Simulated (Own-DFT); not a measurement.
GaP (zincblende, atoms displaced), Si3N4 (beta silicon nitride, atoms displaced) (calculated)

Computed with Own-DFT development build. A calculation, not a measurement: plane-wave PBE density functional theory by an unreviewed code, no spin, of a simulated periodic cell, stress positive in tension, free energy of the whole cell less one offset for each atom, forces on such cells passed a denser k mesh, this cell's mesh not checked; offsets are fitted by least squares, one for each functional and potential file, so energies compare only between cells with the same atoms and settings and are not formation energies; the far tail of each file's local potential was reset to the Coulomb form; each entry is a single point on an unrelaxed cell, so the pressure reflects the starting lattice, mostly measured values (interpolated for alloys), from which strain is counted, and rises with the displacements; printed positions are rounded, which can move forces by about a meV/angstrom; the program, named Own-DFT, is a retired in-house code; no spin-orbit coupling.

Common to all runs: functional PBE; potential files PseudoDojo norm-conserving, scalar-relativistic, standard set; wave cutoff 42 hartree; occupations Fermi-Dirac; smearing width 0.1 eV.

(1) GaP (zincblende, atoms displaced)

```
GaP
1.0
     16.3515     0.0000     0.0000
      0.0000    10.9010     0.0000
      0.0000     0.0000    10.9010
Ga P Ga P Ga P Ga P Ga P Ga P Ga P Ga P Ga P Ga P Ga P Ga P
4 4 4 4 4 4 4 4 4 4 4 4 4 4 4 4 4 4 4 4 4 4 4 4
Direct
  0.00089 0.99399 0.99664
  0.00385 0.25871 0.24645
  0.16751 0.00193 0.24655
  0.16683 0.25428 0.99802
  0.08312 0.12209 0.12259
  0.08081 0.36984 0.36076
  0.25252 0.12727 0.38257
  0.25106 0.37222 0.12885
  0.00418 0.99323 0.49788
  0.99636 0.24519 0.75494
  0.16214 0.99108 0.75187
  0.16656 0.25526 0.49691
  0.08570 0.12388 0.62661
  0.07813 0.38263 0.87020
  0.24819 0.13123 0.88017
  0.24989 0.37130 0.62821
  0.00561 0.50079 0.99263
  0.99949 0.74922 0.25599
  0.16665 0.49548 0.25059
  0.16389 0.75354 0.99972
  0.08302 0.62680 0.12363
  0.08385 0.87464 0.37318
  0.24523 0.61824 0.37863
  0.24919 0.87838 0.12646
  0.00522 0.49941 0.50047
  0.99684 0.74803 0.75595
  0.16774 0.49988 0.75423
  0.16688 0.74747 0.50359
  0.07806 0.62543 0.62037
  0.08673 0.88022 0.87499
  0.25336 0.63139 0.87519
  0.24650 0.87704 0.61859
  0.33679 0.99760 0.00164
  0.33467 0.25208 0.25689
  0.50061 0.00483 0.25182
  0.49457 0.25140 0.99063
  0.41599 0.12259 0.12044
  0.41125 0.38142 0.37948
  0.58297 0.12012 0.37275
  0.58332 0.37939 0.12972
  0.33025 0.99528 0.50675
  0.33412 0.24456 0.75412
  0.49735 0.99865 0.74157
  0.49917 0.25051 0.49721
  0.41779 0.12369 0.63088
  0.41899 0.38129 0.87969
  0.58674 0.11946 0.88563
  0.58338 0.37027 0.62736
  0.33190 0.50523 0.00331
  0.32673 0.74221 0.24907
  0.50061 0.50333 0.24944
  0.50006 0.75178 0.00901
  0.41213 0.62314 0.13031
  0.42038 0.87961 0.37593
  0.58142 0.62100 0.37534
  0.58698 0.87764 0.12559
  0.33050 0.50133 0.50170
  0.33630 0.74422 0.75332
  0.50093 0.50037 0.74617
  0.49948 0.74706 0.49960
  0.41316 0.62409 0.62020
  0.41940 0.87299 0.88406
  0.58137 0.61671 0.86851
  0.57939 0.86766 0.62806
  0.66953 0.00184 0.99499
  0.66588 0.25432 0.24763
  0.83706 0.99526 0.25522
  0.83176 0.25473 0.99777
  0.74789 0.12451 0.12567
  0.75269 0.37340 0.36587
  0.91877 0.12893 0.36738
  0.91970 0.38145 0.12525
  0.66509 0.00542 0.49760
  0.66769 0.25268 0.75531
  0.83117 0.00478 0.74709
  0.83797 0.25671 0.49863
  0.75328 0.12728 0.62413
  0.75610 0.37879 0.87998
  0.92100 0.12856 0.86618
  0.92020 0.37629 0.62297
  0.66554 0.50026 0.00302
  0.66630 0.74065 0.24885
  0.83005 0.49914 0.24525
  0.83332 0.74663 0.00572
  0.75105 0.62515 0.12953
  0.74982 0.87358 0.37459
  0.91883 0.62159 0.36905
  0.91405 0.87185 0.12635
  0.66132 0.49812 0.49818
  0.66676 0.75438 0.74651
  0.83295 0.50571 0.75019
  0.83391 0.74482 0.49770
  0.75082 0.62091 0.62423
  0.75179 0.87987 0.88056
  0.91833 0.62215 0.87904
  0.91308 0.88036 0.62674
```

- hardware: one NVIDIA H200
- k mesh: 2 x 3 x 3 centred on Gamma
- free energy of cell above offsets: -50.379 eV
- pressure: 3.19 GPa
- stress xx: -3.22 GPa
- stress yy: -3.21 GPa
- stress zz: -3.15 GPa
- stress yz: 0.14 GPa
- stress xz: 0.01 GPa
- stress xy: -0.01 GPa
- wall time: 943.5 s

Force:
```csv
element,x (eV/Å),y (eV/Å),z (eV/Å)
Ga,-0.605,0.648,0.394
Ga,-1.46,-1.842,-1.277
Ga,0.043,0.342,0.716
Ga,-0.685,0.228,0.304
P,-0.075,0.544,-0.198
P,1.306,1.295,2.411
P,-0.338,-0.33,-0.644
P,-0.019,0.304,-0.405
Ga,-0.739,0.993,0.303
Ga,1.463,1.171,-1.741
Ga,1.389,1.693,-0.768
Ga,-0.294,-0.376,0.189
P,-0.388,0.258,-0.216
P,1.264,-1.433,-0.184
P,0.289,-1.394,-0.533
P,0.055,0.394,0.029
Ga,-0.906,0.454,1.394
Ga,0.156,0.203,-0.803
Ga,-0.132,0.368,-0.632
Ga,0.601,-0.117,0.288
P,0.213,-0.094,0.224
P,0.64,-0.306,-0.095
P,0.149,0.461,-0.11
P,0.181,-0.516,-0.258
Ga,-0.788,-0.574,-1.04
Ga,0.092,0.679,-0.584
Ga,-0.009,0.45,-0.59
Ga,-0.581,0.021,-0.526
P,1.158,0.388,1.22
P,-1.213,-1.596,0.279
P,-1.058,-0.64,0.387
P,0.327,-0.942,1.623
Ga,-0.942,0.203,-0.224
Ga,0.009,-0.594,-0.511
Ga,-0.174,-0.566,-0.842
Ga,1.169,-0.452,1.223
P,0.287,0.821,0.902
P,1.266,-0.362,-0.364
P,0.086,1.424,0.146
P,-0.631,-0.584,-0.769
Ga,1.033,0.657,-0.675
Ga,0.088,0.637,0.245
Ga,0.77,-0.339,1.644
Ga,-0.13,-0.157,0.074
P,-0.597,0.377,-0.985
P,-1.028,0.179,-1.053
P,-1.222,0.995,-1.877
P,-0.121,0.073,-0.284
Ga,-0.103,-0.619,-0.068
Ga,0.348,0.896,0.684
Ga,-0.669,-0.453,0.22
Ga,0.394,-0.649,-0.221
P,0.757,0.362,-0.218
P,-1.066,-0.72,-0.053
P,0.06,0.555,0.078
P,-0.143,-0.284,0.262
Ga,-0.491,-0.271,0.383
Ga,0.065,1.259,-0.499
Ga,-0.616,-0.323,-0.367
Ga,-0.215,0.157,-0.239
P,0.638,-0.049,0.421
P,-0.227,0.063,-1.249
P,0.596,1.368,0.999
P,0.569,0.884,-0.768
Ga,0.191,-0.411,1.314
Ga,0.02,-0.649,0.084
Ga,-0.662,0.647,-0.409
Ga,1.048,-0.916,0.85
P,0.723,0.025,0.055
P,-0.624,0.169,1.277
P,0.435,-0.183,0.776
P,-0.229,-0.258,-0.723
Ga,0.404,-0.875,0.668
Ga,0.346,-0.467,0.252
Ga,0.322,-0.196,0.505
Ga,-0.228,-0.542,-0.377
P,-0.839,0.624,-0.361
P,-1.238,0.406,-0.719
P,-1.714,-1.381,2.049
P,-0.192,0.28,0.489
Ga,0.225,0.084,-0.278
Ga,-0.155,1.066,0.397
Ga,1.006,0.011,0.235
Ga,-0.023,0.161,-0.509
P,-0.48,-0.176,-0.906
P,-0.296,-0.247,0.202
P,-0.504,-0.362,0.789
P,0.85,0.145,-0.144
Ga,1.015,-0.491,0.077
Ga,0.416,-0.569,0.766
Ga,0.568,-0.567,-0.092
Ga,0.21,0.316,0.062
P,-0.627,0.448,-0.313
P,0.263,-0.87,-0.87
P,-0.585,0.432,-0.039
P,0.559,-0.876,-0.281
```

(2) Si3N4 (beta silicon nitride, atoms displaced)

```
Si3N4
1.0
      7.6060     0.0000     0.0000
     -3.8030     6.5870     0.0000
      0.0000     0.0000     8.7270
Si N Si N Si N
6 8 6 8 6 8
Direct
  0.17609 0.77138 0.08065
  0.23804 0.40641 0.08878
  0.59554 0.83426 0.08817
  0.82632 0.23076 0.24680
  0.77034 0.59575 0.25380
  0.40251 0.16921 0.24996
  0.33189 0.02968 0.08253
  0.96468 0.30416 0.08444
  0.69742 0.66571 0.08152
  0.66503 0.96709 0.24643
  0.03064 0.69815 0.25398
  0.30217 0.33190 0.24542
  0.33309 0.66868 0.08224
  0.66772 0.33439 0.25162
  0.17194 0.77351 0.41539
  0.22728 0.40234 0.41697
  0.59775 0.83006 0.41577
  0.82623 0.22863 0.58469
  0.76836 0.59678 0.58000
  0.40733 0.17535 0.58344
  0.33077 0.02895 0.41503
  0.96896 0.30044 0.41419
  0.70631 0.66959 0.41555
  0.67208 0.96898 0.58672
  0.03045 0.69956 0.58798
  0.30186 0.33105 0.58767
  0.32769 0.66798 0.41762
  0.66310 0.33299 0.58290
  0.17753 0.77062 0.74794
  0.23165 0.39921 0.74891
  0.59843 0.82689 0.74856
  0.82623 0.22966 0.91666
  0.77303 0.59713 0.91951
  0.39712 0.17472 0.91276
  0.32832 0.02837 0.75041
  0.97060 0.29932 0.74825
  0.70167 0.66624 0.74895
  0.66881 0.96605 0.91820
  0.02855 0.69927 0.91561
  0.30539 0.33370 0.91356
  0.33341 0.66771 0.74697
  0.66476 0.33231 0.91503
```

- k mesh: 3 x 3 x 3 centred on Gamma
- free energy of cell above offsets: -6.886 eV
- pressure: 5.84 GPa
- stress xx: -4.16 GPa
- stress yy: -5.07 GPa
- stress zz: -8.3 GPa
- stress yz: -0.67 GPa
- stress xz: -0.77 GPa
- stress xy: 0.18 GPa

Force:
```csv
element,x (eV/Å),y (eV/Å),z (eV/Å)
Si,-0.292,-1.079,0.608
Si,-2.081,1.147,-2.85
Si,0.443,-3.095,-2.765
Si,-1.145,0.456,0.82
Si,0.351,-0.817,-2.159
Si,0.939,1.279,-0.523
N,-0.427,0.386,-0.286
N,2.273,0.367,-0.656
N,-0.659,0.94,1.552
N,0.419,1.762,2.389
N,-0.308,0.35,-1.538
N,0.642,-0.837,2.569
N,0.443,-0.348,0.228
N,-0.389,-0.725,0.059
Si,0.575,-1.294,1.319
Si,0.417,1.257,0.112
Si,-0.812,-1.531,0.49
Si,-0.964,1.027,-0.526
Si,1.031,-0.871,1.701
Si,0.052,-0.375,0.071
N,-0.285,0.835,0.651
N,-0.084,-0.759,0.462
N,-2.161,1.452,0.245
N,0.109,0.334,-1.487
N,-0.431,0.132,-1.687
N,0.145,-0.493,-2.124
N,1.73,-0.162,-0.146
N,1.277,0.013,-0.17
Si,-0.033,-0.967,0.833
Si,-1.292,2.231,0.636
Si,-0.377,-1.627,1.316
Si,-1.169,0.272,-0.301
Si,-0.716,-1.289,-1.011
Si,2.711,-0.06,0.842
N,-0.107,0.59,-0.621
N,0.195,-0.24,0.56
N,-0.728,0.74,0.101
N,0.273,0.893,-0.373
N,1.065,0.719,0.124
N,-1.463,0.274,1.327
N,0.793,-0.583,0.17
N,0.037,-0.305,0.041
```

(3) Si3N4 (beta silicon nitride, atoms displaced)

```
Si3N4
1.0
      7.6060     0.0000     0.0000
     -3.8030     6.5870     0.0000
      0.0000     0.0000     8.7270
Si N Si N Si N
6 8 6 8 6 8
Direct
  0.17861 0.77560 0.08198
  0.23045 0.40039 0.08506
  0.59185 0.82787 0.08616
  0.82943 0.23132 0.24589
  0.76395 0.59232 0.24858
  0.40679 0.17539 0.24609
  0.33439 0.03376 0.08400
  0.96570 0.30056 0.08546
  0.70440 0.67093 0.08195
  0.66534 0.96373 0.24807
  0.03458 0.70024 0.25410
  0.29773 0.32611 0.25372
  0.33054 0.66677 0.08322
  0.66607 0.33730 0.25170
  0.17603 0.77216 0.42003
  0.23562 0.40844 0.41662
  0.59965 0.82754 0.41800
  0.82478 0.22834 0.58788
  0.76882 0.59872 0.58485
  0.39986 0.17243 0.58070
  0.33108 0.03184 0.41285
  0.97258 0.30062 0.41490
  0.69786 0.66997 0.41358
  0.67173 0.97459 0.58396
  0.03006 0.69435 0.58381
  0.30575 0.33565 0.58377
  0.33347 0.67031 0.41820
  0.66795 0.33706 0.58583
  0.17044 0.76539 0.74988
  0.23453 0.40440 0.74894
  0.59689 0.82259 0.74987
  0.82722 0.22986 0.91755
  0.76946 0.59869 0.91483
  0.40371 0.17560 0.91649
  0.33203 0.02985 0.74761
  0.96317 0.29746 0.74957
  0.69410 0.66438 0.74812
  0.66342 0.96265 0.91780
  0.03761 0.69998 0.91440
  0.29979 0.33240 0.91604
  0.33474 0.66736 0.74946
  0.66298 0.33463 0.91603
```

* k mesh: 3 x 3 x 3 centred on Gamma
* free energy of cell above offsets: -7.125 eV
* pressure: 5.62 GPa
* stress xx: -3.75 GPa
* stress yy: -4.98 GPa
* stress zz: -8.14 GPa
* stress yz: -0.52 GPa
* stress xz: 0.41 GPa
* stress xy: 1.1 GPa

Force:
```csv
element,x (eV/Å),y (eV/Å),z (eV/Å)
Si,-0.159,-1.372,1.163
Si,-0.778,1.461,0.132
Si,0.272,-1.739,-1.048
Si,-1.698,-0.235,2.379
Si,1.666,0.74,0.182
Si,0.546,0.311,1.328
N,-0.313,-0.126,-0.904
N,1.541,0.246,-1.473
N,-1.034,0.706,-0.044
N,0.263,1.979,0.975
N,-1.163,-0.095,-1.207
N,-0.12,0.262,-1.214
N,0.676,-0.706,0.099
N,0.893,-1.318,-0.272
Si,0.27,-0.556,-0.802
Si,-1.046,0.613,0.404
Si,-1.569,-0.067,-0.13
Si,-0.989,1.642,-2.139
Si,0.72,-1.467,-1.375
Si,1.798,0.665,0.193
N,-0.167,0.148,0.562
N,-0.297,-0.542,0.513
N,0.502,-0.044,0.99
N,0.303,-1.718,0.145
N,-0.743,0.429,0.181
N,-0.349,-0.308,-0.253
N,1.102,-0.147,0.088
N,-0.273,-0.64,-0.243
Si,1.651,0.639,-0.666
Si,-1.52,0.886,0.03
Si,-1.674,0.61,-0.089
Si,-1.729,-0.289,-0.21
Si,1.033,-0.977,0.405
Si,0.795,-0.102,-0.793
N,-0.58,-0.18,0.426
N,2.184,0.702,1.016
N,0.358,0.556,0.498
N,0.501,1.461,-0.219
N,-2.006,-0.426,0.851
N,0.042,-0.568,0.456
N,-0.007,-0.491,-0.084
N,1.095,0.054,0.149
```

(4) Si3N4 (beta silicon nitride, atoms displaced)

```
Si3N4
1.0
      7.6060     0.0000     0.0000
     -3.8030     6.5870     0.0000
      0.0000     0.0000     8.7270
Si N Si N Si N
6 8 6 8 6 8
Direct
  0.17277 0.76757 0.08104
  0.23043 0.40217 0.08241
  0.59181 0.82288 0.08880
  0.82512 0.22540 0.24860
  0.76812 0.59528 0.25640
  0.40209 0.17530 0.25148
  0.33731 0.02921 0.08361
  0.96560 0.30033 0.08419
  0.69956 0.67038 0.08230
  0.66717 0.97009 0.24721
  0.02885 0.69827 0.25028
  0.29816 0.33448 0.24980
  0.33543 0.66621 0.08271
  0.66734 0.33539 0.25742
  0.17923 0.77143 0.41188
  0.22258 0.40408 0.42009
  0.59596 0.82453 0.41831
  0.82313 0.23083 0.58581
  0.77147 0.59724 0.58657
  0.39910 0.17199 0.58192
  0.32855 0.03007 0.41474
  0.96887 0.30257 0.41798
  0.69768 0.66435 0.41565
  0.66733 0.97068 0.58160
  0.02983 0.70824 0.57897
  0.29435 0.32591 0.58247
  0.33223 0.66593 0.41624
  0.66865 0.33754 0.58200
  0.17916 0.77152 0.75108
  0.23172 0.40068 0.74907
  0.59613 0.82765 0.74567
  0.82412 0.23123 0.91925
  0.77007 0.59452 0.91537
  0.40001 0.17245 0.91607
  0.33111 0.03563 0.75025
  0.97174 0.30267 0.75021
  0.70281 0.67289 0.75301
  0.66053 0.96205 0.91556
  0.03178 0.69948 0.91416
  0.29801 0.33700 0.91548
  0.33942 0.66698 0.75362
  0.66247 0.33419 0.91601
```

- k mesh: 3 x 3 x 3 centred on Gamma
- free energy of cell above offsets: -7.264 eV
- pressure: 5.58 GPa
- stress xx: -4.79 GPa
- stress yy: -5.25 GPa
- stress zz: -6.72 GPa
- stress yz: -0.45 GPa
- stress xz: 0.07 GPa
- stress xy: -0.18 GPa

Force:
```csv
element,x (eV/Å),y (eV/Å),z (eV/Å)
Si,0.736,-0.352,0.652
Si,-1.024,1.352,0.384
Si,0.108,-0.245,-2.289
Si,-1.358,1.525,0.901
Si,0.51,-0.78,-2.401
Si,0.925,0.814,-0.595
N,-0.858,0.263,-0.043
N,0.993,0.166,-0.213
N,0.765,-0.239,0.879
N,0.303,-0.519,1.688
N,0.284,0.431,-0.59
N,0.33,-0.807,0.571
N,-1.224,-0.607,0.288
N,0.047,-0.886,-0.516
Si,-0.887,-0.714,0.781
Si,1.193,0.593,-0.993
Si,-0.483,-0.328,-0.932
Si,-0.196,0.85,-0.373
Si,-0.149,-0.356,-0.438
Si,1.435,0.856,-0.145
N,-0.023,0.266,0.353
N,-0.752,-0.907,-0.107
N,-1.161,1.177,1.666
N,0.255,0.06,-0.097
N,1.354,0.403,0.85
N,0.022,0.051,-0.102
N,0.585,0.234,0.218
N,-0.707,-1.012,0.351
Si,0.111,-0.593,-1.178
Si,-1.086,1.567,-0.12
Si,0.028,-0.43,1.55
Si,-0.816,-0.854,-0.881
Si,-0.466,-0.043,0.914
Si,0.582,1.072,0.68
N,-0.181,-0.997,-0.312
N,-0.458,-0.478,0.28
N,-0.016,0.098,-1.093
N,0.473,1.796,0.441
N,-0.15,0.059,0.242
N,1.623,-1.733,0.415
N,-1.223,-0.454,-0.744
N,0.555,-0.299,0.058
```

(5) Si3N4 (beta silicon nitride, atoms displaced)

```
Si3N4
1.0
      7.6060     0.0000     0.0000
     -3.8030     6.5870     0.0000
      0.0000     0.0000     8.7270
Si N Si N Si N
6 8 6 8 6 8
Direct
  0.17559 0.77377 0.08342
  0.23349 0.40707 0.08161
  0.59911 0.83061 0.08239
  0.82577 0.22579 0.24970
  0.76825 0.59798 0.25032
  0.40210 0.17163 0.24668
  0.33557 0.03487 0.08285
  0.96806 0.30342 0.08385
  0.70013 0.66665 0.08242
  0.66611 0.96953 0.25380
  0.02776 0.69835 0.24516
  0.30212 0.33630 0.24830
  0.33903 0.66786 0.08357
  0.66499 0.33826 0.24852
  0.17519 0.77237 0.41767
  0.22612 0.40108 0.42163
  0.59558 0.82053 0.41395
  0.83226 0.23501 0.58673
  0.77001 0.59217 0.58337
  0.40233 0.17481 0.58534
  0.32827 0.03445 0.42024
  0.96793 0.30175 0.41605
  0.70055 0.66789 0.41532
  0.67064 0.97283 0.58202
  0.02860 0.70009 0.58424
  0.30096 0.33625 0.58210
  0.33463 0.66414 0.41837
  0.66704 0.33460 0.58502
  0.17076 0.77037 0.74472
  0.22688 0.40536 0.74903
  0.60024 0.83275 0.74627
  0.82545 0.23492 0.91932
  0.77574 0.59828 0.91774
  0.40551 0.17327 0.91884
  0.33639 0.03051 0.74831
  0.96624 0.29803 0.74967
  0.69673 0.66391 0.74987
  0.66969 0.97094 0.91650
  0.02805 0.69198 0.91392
  0.29988 0.32953 0.91543
  0.33685 0.66631 0.75180
  0.66776 0.33398 0.91882
```

- k mesh: 3 x 3 x 3 centred on Gamma
- free energy of cell above offsets: -7.181 eV
- pressure: 5.52 GPa
- stress xx: -3.86 GPa
- stress yy: -5.38 GPa
- stress zz: -7.32 GPa
- stress yz: 0.57 GPa
- stress xz: -0.45 GPa
- stress xy: -1.03 GPa

Force:
```csv
element,x (eV/Å),y (eV/Å),z (eV/Å)
Si,1.17,-1.302,-0.725
Si,-0.363,0.39,0.264
Si,-0.072,-1.168,0.07
Si,-1.702,1.712,0.24
Si,0.378,-1.181,-0.638
Si,0.305,2.045,1.635
N,-0.387,-1.503,-0.104
N,0.941,-0.063,0.024
N,-0.652,1.178,0.045
N,0.37,-0.242,-1.135
N,0.653,0.856,1.34
N,0.136,-0.963,0.711
N,-1.265,0.656,-0.04
N,0.976,-1.446,0.173
Si,0.687,-0.759,-0.78
Si,0.19,1.121,-2.277
Si,-0.959,0.358,1.355
Si,-2.059,-0.654,-1.484
Si,-1.083,-0.224,0.17
Si,0.896,1.148,-0.227
N,-0.187,-0.669,-1.114
N,0.237,-0.18,0.431
N,0.177,0.353,0.687
N,0.406,-0.119,-0.649
N,0.148,0.159,-1.108
N,0.641,-1.113,1.135
N,-0.98,0.499,-0.024
N,0.219,-0.615,-0.063
Si,2.089,-0.418,1.592
Si,0.875,0.757,0.565
Si,-0.27,-1.61,0.786
Si,-0.202,-0.383,-0.373
Si,-1.561,-1.27,-0.483
Si,0.482,1.117,-1.312
N,-0.669,-0.164,0.764
N,0.861,0.429,1.035
N,-0.044,0.882,-0.01
N,0.326,0.63,-0.16
N,1.278,1.406,0.299
N,-0.246,-0.388,-0.173
N,-1.222,0.616,-0.31
N,-0.519,0.12,-0.133
```
